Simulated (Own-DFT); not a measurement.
## Calculated data, GaN (wurtzite, strained, atoms displaced)

A calculation, not a measurement: plane-wave PBE density functional theory by an unreviewed code, no spin, of a simulated periodic cell, stress positive in tension, free energy of the whole cell less one offset for each atom, forces on such cells passed a denser k mesh, this cell's mesh not checked; offsets are fitted by least squares, one for each functional and potential file, so energies compare only between cells with the same atoms and settings and are not formation energies; the far tail of each file's local potential was reset to the Coulomb form; each entry is a single point on an unrelaxed cell, so the pressure reflects the starting lattice, mostly measured values (interpolated for alloys), from which strain is counted, and rises with the displacements; printed positions are rounded, which can move forces by about a meV/angstrom; the program, named Own-DFT, is a retired in-house code; no spin-orbit coupling. Program: Own-DFT development build.

Settings shared by all entries: functional PBE; potential files PseudoDojo norm-conserving, scalar-relativistic, standard set with the stringent files for Ga; wave cutoff 96 hartree; occupations Gaussian; smearing width 0.01 eV; k mesh 3 x 4 x 3 centred on Gamma.

(1) GaN (wurtzite, strained, atoms displaced)

```xyz
96
Lattice="12.9634 0.1502 0.0621 -4.7637 8.0877 -0.1776 0.0505 -0.1931 10.5618" Properties=species:S:1:pos:R:3 GaN
Ga     0.0194     1.7744     0.0161
Ga     1.6399     0.9097     2.6155
N     -0.0180     1.8058     1.9376
N      1.7397     0.7890     4.7314
Ga     0.0955     1.6832     5.1848
Ga     1.6364     0.7580     7.8943
N      0.0627     1.7306     7.2237
N      1.6598     0.7613     9.8565
Ga    -1.5221     4.3940    10.4347
Ga     0.1737     3.5002     2.6507
N     -1.5284     4.5041     1.9120
N      0.0014     3.5091     4.5690
Ga    -1.5975     4.5375     5.1849
Ga     0.1108     3.4299     7.8880
N     -1.4831     4.3527     7.1668
N      0.1629     3.3707     9.8534
Ga    -3.1581     6.9737    10.4029
Ga    -1.5349     6.3537     2.5540
N     -3.1454     7.1522     1.7930
N     -1.5223     6.2822     4.5335
Ga    -3.1334     7.0654     5.0740
Ga    -1.4220     6.0963     7.7393
N     -3.0280     7.0568     7.1324
N     -1.4607     6.1646     9.8008
Ga     3.3963     1.6281    10.5366
Ga     4.9023     0.9080     2.6564
N      3.2492     1.9579     1.9503
N      4.8674     0.8706     4.6348
Ga     3.2992     1.7376     5.1534
Ga     5.0229     0.8605     7.8891
N      3.3516     1.6589     7.3092
N      4.8211     0.7431     9.9935
Ga     1.6716     4.4439    10.4538
Ga     3.3211     3.6158     2.5354
N      1.6973     4.4625     1.8348
N      3.3177     3.4734     4.6736
Ga     1.6852     4.4680     5.2320
Ga     3.3397     3.5135     7.8674
N      1.7551     4.4491     7.1727
N      3.3879     3.5380     9.8613
Ga     0.2359     7.0322    10.4227
Ga     1.6942     6.2795     2.5587
N      0.1172     7.1744     1.8689
N      1.7592     6.3813     4.4599
Ga     0.0930     7.2364     5.0617
Ga     1.7452     6.0766     7.8433
N      0.0962     7.1094     7.1737
N      1.7912     6.1743     9.7401
Ga     6.5654     1.6913    10.5421
Ga     8.2305     1.0205     2.6342
N      6.4852     1.8650     1.9086
N      8.1418     0.9580     4.6888
Ga     6.5252     1.7731     5.2672
Ga     8.1003     0.8338     7.9437
N      6.5761     1.6288     7.1804
N      8.1442     0.7692     9.8643
Ga     5.0806     4.3718    10.4771
Ga     6.4559     3.6404     2.5889
N      4.9987     4.5427     1.9371
N      6.5072     3.5953     4.5717
Ga     4.8993     4.4505     5.1356
Ga     6.6039     3.5526     7.7892
N      5.0594     4.4288     7.2146
N      6.5934     3.5108     9.9651
Ga     3.2950     7.2494    -0.1113
Ga     5.0558     6.4042     2.4725
N      3.3179     7.2332     1.8839
N      4.9310     6.3789     4.4313
Ga     3.3278     7.1422     5.1670
Ga     4.8490     6.2467     7.9329
N      3.3640     7.2006     7.2353
N      4.9841     6.2494     9.7591
Ga     9.8083     1.7221    10.5027
Ga    11.3583     1.0051     2.6505
N      9.7921     1.8317     2.0252
N     11.4344     1.0261     4.6966
Ga     9.8459     1.8315     5.3036
Ga    11.3941     0.8483     7.9284
N      9.8056     1.8057     7.2473
N     11.5304     0.8169     9.9304
Ga     8.1737     4.4227    10.4985
Ga     9.8530     3.6055     2.5721
N      8.2471     4.6265     1.9448
N      9.8868     3.7013     4.5750
Ga     8.2986     4.5052     5.2170
Ga     9.7449     3.5362     7.8729
N      8.2359     4.5230     7.2408
N      9.7299     3.5382     9.9130
Ga     6.5916     7.1269    10.4219
Ga     8.2115     6.4138     2.5628
N      6.6404     7.2615     1.8728
N      8.1502     6.3289     4.5223
Ga     6.6261     7.2352     5.1634
Ga     8.1509     6.2689     7.9279
N      6.5451     7.1710     7.1521
N      8.3319     6.2513     9.8178
```

```
free energy of cell above offsets : -3.040 eV
pressure                          : 4.37 GPa
stress xx                         : -1.51 GPa
stress yy                         : -12.17 GPa
stress zz                         : 0.57 GPa
stress yz                         : -4.27 GPa
stress xz                         : 0.82 GPa
stress xy                         : 3.68 GPa
```

Force:
```tsv
element	x (eV/Å)	y (eV/Å)	z (eV/Å)
Ga	0.977	0.509	-0.709
Ga	0.282	-0.042	-0.031
N	0.422	-1.682	0.499
N	-1.151	0.548	-2.256
Ga	-0.032	0.663	1.561
Ga	0.968	0.553	0.221
N	-0.158	-2.191	-0.875
N	0.643	-0.407	1.046
Ga	0.203	-1.357	0.9
Ga	-1.338	2.367	-0.763
N	0.308	-0.692	-0.149
N	1.37	1.006	0.22
Ga	1.277	-1.843	0.567
Ga	-0.134	1.245	0.125
N	-0.636	-1.357	-0.262
N	-0.971	1.343	-0.263
Ga	2.096	1.503	-0.247
Ga	0.12	-1.236	-0.77
N	-0.018	0.766	0.801
N	0.81	0.366	-1.119
Ga	-0.912	0.13	1.975
Ga	-0.86	2.05	1.308
N	-1.535	-1.189	-0.754
N	0.286	0.157	-0.547
Ga	-3.459	1.817	0.044
Ga	0.041	0.733	-0.636
N	0.161	-4.425	-0.172
N	1.158	1.129	-1.162
Ga	-0.186	-1.018	2.893
Ga	-2.177	-0.957	1.027
N	-0.42	0.569	-1.013
N	4.025	-0.412	-1.677
Ga	0.987	-2.302	0.383
Ga	0.255	3.014	1.078
N	-0.022	0.52	1.117
N	-0.709	2.862	-1.936
Ga	-0.314	-0.145	-0.603
Ga	0.806	-0.583	0.198
N	-0.308	-2.962	-0.657
N	-0.131	-0.078	0.027
Ga	-1.819	0.073	0.256
Ga	0.699	0.177	-0.733
N	-0.226	0.186	-0.226
N	-1.04	-1.654	0.937
Ga	0.238	-1.869	2.113
Ga	-0.487	4.285	-0.396
N	1.479	-0.567	-1.037
N	-0.122	0.377	0.616
Ga	-0.641	-0.653	0.112
Ga	-2.224	-0.975	0.941
N	0.636	-0.962	0.97
N	0.919	-0.222	-0.818
Ga	-0.057	0.317	-0.695
Ga	1.438	1.451	0
N	-0.035	1.959	0.699
N	0.414	0.646	0.969
Ga	-2.598	0.737	0.544
Ga	2.505	0.201	0.581
N	-1.665	0.733	-0.797
N	1.083	0.052	0.081
Ga	0.614	1.149	1.011
Ga	0.377	-0.373	0.778
N	-1.82	0.44	-0.647
N	1.07	-0.545	-2.313
Ga	0.478	0.318	0.579
Ga	-1.525	-0.399	0.645
N	0.449	0.003	-0.732
N	0.743	-0.794	0.895
Ga	0.933	1.315	0.444
Ga	1.532	-0.144	-2.501
N	-0.735	-2.884	-1.77
N	0.495	-0.457	2.256
Ga	0.105	-0.498	0.234
Ga	1.038	-0.233	0.922
N	-0.031	-0.099	-1.62
N	-0.016	-1.377	-1.2
Ga	-1.119	0.437	0.004
Ga	0.554	1.356	0.17
N	-0.555	-1.469	0.347
N	-1.943	0.501	-0.217
Ga	0.456	0.392	1.283
Ga	-0.042	2.748	0.238
N	-0.858	-1.457	-0.185
N	-0.667	-0.905	-0.086
Ga	-1.815	0.1	-0.063
Ga	1.381	1.482	0.946
N	-0.629	-1.21	-0.878
N	1.594	-0.079	-0.891
Ga	0.838	-0.344	0.297
Ga	0.495	-0.506	0.023
N	-0.322	0.553	-0.85
N	1.271	0.124	0.037
Ga	-1.304	-0.112	0.458
Ga	1.113	1.481	-1.394
N	0.204	-1.007	0.052
N	-2.584	-0.769	0.222
```

(2) GaN (wurtzite, strained, atoms displaced)

```xyz
96
Lattice="12.5415 0.1959 -0.0633 -4.5758 8.1984 0.0029 -0.0514 -0.0261 10.3644" Properties=species:S:1:pos:R:3 GaN
Ga    -0.0234     1.7517     0.0081
Ga     1.5475     0.9342     2.5951
N     -0.0812     1.8713     1.9412
N      1.5795     0.8982     4.4978
Ga    -0.0213     1.8917     5.1786
Ga     1.5743     0.9863     7.7634
N      0.0217     1.7725     7.1995
N      1.6207     0.9277     9.6919
Ga    -1.5183     4.5050    10.2961
Ga    -0.0071     3.6838     2.6029
N     -1.5411     4.6036     1.9206
N     -0.0709     3.6933     4.5308
Ga    -1.6001     4.5802     5.1126
Ga     0.0374     3.6631     7.7557
N     -1.5399     4.5299     7.1182
N      0.0684     3.5973     9.7572
Ga    -2.9944     7.3420     0.0597
Ga    -1.4724     6.4079     2.5352
N     -3.0139     7.3199     1.9398
N     -1.4517     6.3773     4.5246
Ga    -3.0381     7.2673     5.3297
Ga    -1.4905     6.5128     7.7371
N     -3.0544     7.3540     7.0540
N     -1.4597     6.4041     9.6969
Ga     3.1792     1.8787    -0.0133
Ga     4.7567     0.9907     2.5686
N      3.1774     1.9912     1.8966
N      4.6358     0.9749     4.4605
Ga     3.1353     1.8462     5.2750
Ga     4.7000     0.9518     7.8088
N      3.0916     1.8427     7.1512
N      4.7091     0.9789     9.7077
Ga     1.6408     4.5357    10.3229
Ga     3.1971     3.6948     2.5459
N      1.6686     4.6741     1.8113
N      3.1043     3.7446     4.5663
Ga     1.7307     4.5593     5.1426
Ga     3.1036     3.6721     7.6355
N      1.6724     4.5482     7.1515
N      3.2509     3.7036     9.7340
Ga     0.1321     7.3821    -0.0027
Ga     1.7270     6.5398     2.6732
N      0.0245     7.3556     2.0064
N      1.6747     6.4195     4.4514
Ga     0.0621     7.2747     5.0837
Ga     1.6396     6.5030     7.7008
N      0.0622     7.2911     7.1418
N      1.6319     6.3732     9.6674
Ga     6.3311     1.8558     0.0231
Ga     7.7930     1.0152     2.5392
N      6.2926     1.9562     1.9925
N      7.8316     1.0252     4.5231
Ga     6.2824     1.8917     5.1683
Ga     7.8419     1.0769     7.7024
N      6.2896     1.8214     7.1445
N      7.7750     1.0265     9.6557
Ga     4.8165     4.7014     0.0209
Ga     6.2855     3.7716     2.5611
N      4.7089     4.6114     1.9749
N      6.2747     3.7509     4.5128
Ga     4.8320     4.5967     5.1989
Ga     6.2426     3.7140     7.7509
N      4.7359     4.5880     7.0370
N      6.3076     3.7488     9.6838
Ga     3.2659     7.4169     0.0418
Ga     4.8186     6.4419     2.5799
N      3.3249     7.3924     1.9300
N      4.7812     6.4383     4.5415
Ga     3.2110     7.4047     5.1519
Ga     4.7822     6.5186     7.6663
N      3.2596     7.3895     7.0752
N      4.7980     6.4008     9.6298
Ga     9.3849     1.9018    10.2356
Ga    10.9969     1.1340     2.4700
N      9.4399     2.0112     1.9907
N     11.0713     1.1299     4.5481
Ga     9.4343     1.9688     5.1996
Ga    10.9455     1.0356     7.7343
N      9.4300     1.9365     7.1447
N     11.0210     1.0253     9.6453
Ga     7.8350     4.7081    -0.0192
Ga     9.4646     3.8455     2.5410
N      7.8962     4.6919     1.8998
N      9.5162     3.7633     4.4409
Ga     7.8337     4.7236     5.1509
Ga     9.4653     3.8235     7.7103
N      7.8028     4.6379     7.1970
N      9.4808     3.7169     9.5886
Ga     6.4004     7.4102    10.3065
Ga     7.8790     6.5128     2.4382
N      6.3687     7.3996     1.9047
N      7.8804     6.5742     4.5036
Ga     6.3968     7.3690     5.1065
Ga     7.8804     6.5236     7.8253
N      6.3273     7.4640     7.1713
N      7.8446     6.5665     9.7647
```

```
free energy of cell above offsets : -2.769 eV
pressure                          : 11.42 GPa
stress xx                         : -16.07 GPa
stress yy                         : -8.75 GPa
stress zz                         : -9.43 GPa
stress yz                         : -0.58 GPa
stress xz                         : -0.89 GPa
stress xy                         : 4.75 GPa
```

Force:
```tsv
element	x (eV/Å)	y (eV/Å)	z (eV/Å)
Ga	2.006	1.76	-0.076
Ga	0.589	0.728	-0.16
N	1.912	-0.149	-0.362
N	-0.101	0.375	1.176
Ga	1.455	-0.327	0.733
Ga	-0.462	-1.309	0.837
N	-1.301	1.238	-1.132
N	-1.105	-0.591	0.48
Ga	-0.074	0.547	0.424
Ga	1.241	0.716	-0.684
N	-0.162	-0.154	-0.407
N	2.4	-0.052	-0.06
Ga	0.725	0.368	1.526
Ga	0.07	-0.359	0.525
N	-0.065	1.267	-0.382
N	-0.295	-0.364	-0.872
Ga	0.36	-0.345	-1.235
Ga	-0.474	-0.503	1.046
N	-1.182	-0.032	0.443
N	-1.504	0.085	-0.364
Ga	-0.282	0.401	-5.354
Ga	-0.647	-2.288	0.879
N	-0.8	-0.567	4.659
N	-0.843	-0.279	0.064
Ga	0.22	1.201	0.02
Ga	-1.682	0.246	-0.187
N	-0.452	-2.689	0.367
N	1.211	-0.166	1.482
Ga	-0.6	0.133	-2.171
Ga	-0.001	-0.205	-0.616
N	1.547	-0.06	-0.066
N	0.107	-0.444	0.45
Ga	-0.07	0.523	-0.64
Ga	-1.539	1.037	0.994
N	-0.797	0.058	2.893
N	4.56	-2.914	-1.798
Ga	-5.01	2.173	1.473
Ga	3.206	-0.341	2.902
N	-3.113	2.352	-1.613
N	-0.364	-0.692	-1.376
Ga	0.346	-0.965	0.25
Ga	-0.763	-1.526	-3.697
N	2.113	0.741	-1.156
N	0.053	0.065	2.945
Ga	0.621	1.081	0.919
Ga	1.103	-1.461	1.096
N	0.424	1.562	-1.695
N	0.373	1.184	0.283
Ga	-0.844	1.919	-0.128
Ga	2.234	0.405	0.945
N	-0.331	-0.251	-1.241
N	0.522	-0.069	-0.305
Ga	-0.907	-0.012	-0.026
Ga	0.892	-1.61	0.726
N	-1.733	1.533	-1.083
N	1.245	-1.073	0.268
Ga	-0.609	-0.807	-0.491
Ga	0.738	0.061	0.382
N	1.192	1.198	-0.628
N	1.76	-1.13	-0.528
Ga	-2.436	1.011	-0.9
Ga	0.149	-0.489	0.562
N	-0.423	0.635	1.362
N	-0.42	-1.143	0.525
Ga	0.012	-1.181	-1.996
Ga	0.383	0.062	0.528
N	-1.148	0.551	0.354
N	0.243	0.351	-0.291
Ga	0.417	-0.324	-0.049
Ga	0.065	-1.624	1.066
N	-1.272	0.646	-0.087
N	-0.13	1.756	0.653
Ga	0.245	0.659	1.276
Ga	-0.605	-1.562	2.037
N	-1.482	-0.426	-1.852
N	-2.097	-1.81	-1.028
Ga	0.338	-0.311	-0.87
Ga	1.317	0.627	-0.184
N	-0.668	0.964	-0.79
N	-1.687	-0.64	0.318
Ga	1.786	-0.313	-0.774
Ga	0.329	-0.464	-0.353
N	-0.792	-0.094	0.082
N	-2.364	0.305	0.989
Ga	0.939	-0.313	0.212
Ga	-0.15	-0.365	-0.257
N	0.725	1.145	-1.48
N	-0.86	0.868	1.578
Ga	-3.456	0.85	0.735
Ga	1.793	0.392	1.644
N	-0.987	1.214	-0.369
N	2.341	-1.722	-0.993
Ga	-1.774	2.35	1.158
Ga	0.381	-0.004	-0.779
N	0.753	-1.083	-1.512
N	3.423	-1.74	-1.162
```

(3) GaN (wurtzite, strained, atoms displaced)

```xyz
96
Lattice="12.6401 -0.1802 0.2368 -4.8571 8.3455 -0.1421 0.1925 -0.0667 10.4080" Properties=species:S:1:pos:R:3 GaN
Ga     0.1714     1.7542    10.3776
Ga     1.5623     0.8109     2.5554
N     -0.0532     1.8429     1.9715
N      1.6588     0.9247     4.6154
Ga     0.0865     1.8204     5.2642
Ga     1.6355     0.8487     7.7733
N      0.0891     1.8016     7.2557
N      1.7981     0.8052     9.7618
Ga    -1.5931     4.6734    -0.0349
Ga    -0.0422     3.6012     2.6701
N     -1.6648     4.6420     1.9226
N      0.0229     3.7051     4.6350
Ga    -1.5278     4.6638     5.2466
Ga     0.0644     3.6674     7.8487
N     -1.5198     4.6242     7.1425
N      0.2126     3.6280     9.7459
Ga    -3.0628     7.2403    10.2935
Ga    -1.6254     6.3787     2.5052
N     -3.2094     7.4444     1.8434
N     -1.6591     6.3516     4.5264
Ga    -3.1289     7.3563     5.0867
Ga    -1.5125     6.3408     7.7858
N     -3.1539     7.3369     7.1030
N     -1.5013     6.3273     9.6347
Ga     3.0621     1.8769     0.0889
Ga     4.7905     0.8658     2.7303
N      3.2149     1.8011     1.9956
N      4.8491     0.8039     4.5735
Ga     3.2178     1.7226     5.2835
Ga     4.9248     0.7792     7.8518
N      3.2870     1.6715     7.2348
N      4.8643     0.8256     9.8566
Ga     1.4788     4.5312     0.0029
Ga     3.0597     3.6018     2.6847
N      1.5674     4.6173     1.9467
N      3.1457     3.6265     4.5569
Ga     1.6311     4.4673     5.1799
Ga     3.2121     3.5322     7.9623
N      1.5927     4.4538     7.1347
N      3.3828     3.5509     9.8800
Ga     0.1003     7.2633    10.3225
Ga     1.5604     6.3651     2.6291
N      0.0226     7.2962     1.9074
N      1.5261     6.4028     4.5468
Ga     0.0272     7.3955     5.1887
Ga     1.6042     6.3585     7.7188
N      0.0290     7.3222     7.1263
N      1.6620     6.4032     9.7339
Ga     6.2576     1.8163     0.1490
Ga     7.9487     0.8473     2.7103
N      6.2464     1.7122     2.0075
N      8.0496     0.6804     4.7255
Ga     6.3694     1.6869     5.2549
Ga     7.9864     0.7456     7.9056
N      6.4280     1.6952     7.2784
N      8.0968     0.6959     9.8645
Ga     4.6463     4.5048     0.1028
Ga     6.3415     3.6096     2.6529
N      4.6867     4.4542     2.0513
N      6.3565     3.5808     4.6078
Ga     4.7634     4.5049     5.2497
Ga     6.3773     3.5759     7.8779
N      4.8927     4.4430     7.1755
N      6.3470     3.5318     9.7979
Ga     3.2428     7.1710    10.3438
Ga     4.7673     6.4580     2.6503
N      3.0962     7.3568     1.8910
N      4.7444     6.3208     4.6472
Ga     3.2221     7.2529     5.1575
Ga     4.7029     6.3030     7.7922
N      3.1443     7.1883     7.0784
N      4.7879     6.2968     9.8276
Ga     9.4919     1.7362     0.1702
Ga    11.0914     0.6781     2.8443
N      9.5250     1.6338     2.1735
N     11.2842     0.7614     4.7534
Ga     9.5407     1.6630     5.3628
Ga    11.1344     0.7201     8.0803
N      9.6407     1.5782     7.4583
N     11.2264     0.6330     9.9241
Ga     7.8579     4.4131     0.1292
Ga     9.4085     3.4528     2.7074
N      7.8658     4.3471     2.0751
N      9.4629     3.5216     4.7586
Ga     7.9148     4.5008     5.3333
Ga     9.5799     3.5429     7.9575
N      7.9282     4.3585     7.3036
N      9.6258     3.5369     9.8954
Ga     6.4446     7.1436    10.3999
Ga     7.8255     6.2770     2.7032
N      6.3437     7.2455     1.9448
N      7.9966     6.3454     4.6382
Ga     6.2749     7.1276     5.3062
Ga     7.9509     6.2890     7.9046
N      6.4498     7.1648     7.2560
N      7.9729     6.3694     9.8211
```

```
free energy of cell above offsets : -3.706 eV
pressure                          : 8.31 GPa
stress xx                         : -11.41 GPa
stress yy                         : -7.02 GPa
stress zz                         : -6.5 GPa
stress yz                         : -1.35 GPa
stress xz                         : 3.44 GPa
stress xy                         : -3.87 GPa
```

Force:
```tsv
element	x (eV/Å)	y (eV/Å)	z (eV/Å)
Ga	0.195	-0.541	0.066
Ga	0.574	2.564	1.265
N	1.02	-0.322	-0.827
N	-0.125	-1.145	-0.738
Ga	0.448	0.559	0.51
Ga	0.833	-0.616	1.147
N	-0.302	0.56	-0.978
N	-1	0.025	0.413
Ga	-0.169	-1.169	0.341
Ga	-0.011	1.358	-0.303
N	0.563	-1.919	-0.626
N	-0.681	-1.106	-0.922
Ga	-0.705	-1.541	-0.952
Ga	-0.46	-0.86	-0.731
N	0.696	-1.385	-0.034
N	-2.215	-0.916	0.158
Ga	0.254	1.776	-0.127
Ga	0.405	1.975	1.036
N	0.024	-2.769	-0.564
N	1.648	1.826	-0.939
Ga	-0.026	1.279	1.015
Ga	-0.744	2.393	-1.142
N	1.454	0.038	-1.007
N	0.419	0.772	1.488
Ga	1.164	-2.233	-0.22
Ga	-1.404	-1.422	-1.872
N	-1.045	-0.505	0.812
N	-0.904	0.329	1.613
Ga	0.618	0.928	-0.109
Ga	-1.443	0.273	1.807
N	0.126	0.96	-0.409
N	0.189	-0.602	-0.233
Ga	2.025	1.85	0.719
Ga	0.76	0.052	-1.105
N	-0.705	-1.673	0.17
N	1.336	-0.969	1.067
Ga	-0.462	1.844	0.864
Ga	0.534	0.068	-1.608
N	1.594	0.82	0.51
N	-2.707	0.685	-1.292
Ga	-0.355	1.575	0.755
Ga	0.028	1.192	-0.475
N	-1.318	0.482	0.003
N	1.064	-0.657	0.454
Ga	-0.857	-1.393	-0.489
Ga	-0.466	-0.825	0.775
N	0.009	-0.619	-0.332
N	-0.319	-2.003	-1.126
Ga	0.09	-1.479	-1.847
Ga	-1.724	-1.437	0.146
N	2.476	1.181	1.315
N	-1.071	1.487	-0.932
Ga	1.285	0.815	0.789
Ga	0.147	-0.328	0.701
N	0.746	0.453	-1.359
N	-0.476	0.921	0.563
Ga	1.09	1.465	0.754
Ga	-2.874	-1.538	0.905
N	0.584	1.51	0.096
N	-0.094	-0.467	0.285
Ga	-0.157	-1.088	-0.203
Ga	-0.208	-1.437	0.556
N	-2.291	0.573	0.213
N	1.761	0.197	0.927
Ga	-0.1	1.823	1.064
Ga	-1.699	-1.543	-0.77
N	0.752	-0.564	1.217
N	0.308	-0.344	-1.449
Ga	-1.928	-0.387	0.33
Ga	1.241	-0.202	0.8
N	1.017	1.011	0.495
N	1.063	-0.955	-1.082
Ga	-0.554	-0.995	-0.55
Ga	0.155	0.447	-0.045
N	0.761	0.65	-1.135
N	-2.661	-1.427	0.362
Ga	1.279	0.322	0.802
Ga	1.138	-1.277	-1.171
N	-1.102	1.717	-2.148
N	0.11	0.954	1.924
Ga	-1.317	1.093	-0.9
Ga	1.167	0.606	1.681
N	1.42	2.256	-1.062
N	0.783	-0.357	-0.442
Ga	0.214	-0.415	0.088
Ga	-1.055	-1.339	-0.134
N	1.75	1.499	-0.537
N	0.644	-0.751	0.604
Ga	-1.813	0.907	0.51
Ga	0.983	-0.052	-0.071
N	-0.215	-0.096	0.632
N	-2.269	-1.069	-0.187
Ga	2.199	1.961	0.421
Ga	-0.004	-1.34	0.15
N	-2.279	0.815	-0.549
N	1.171	-2.773	0.415
```
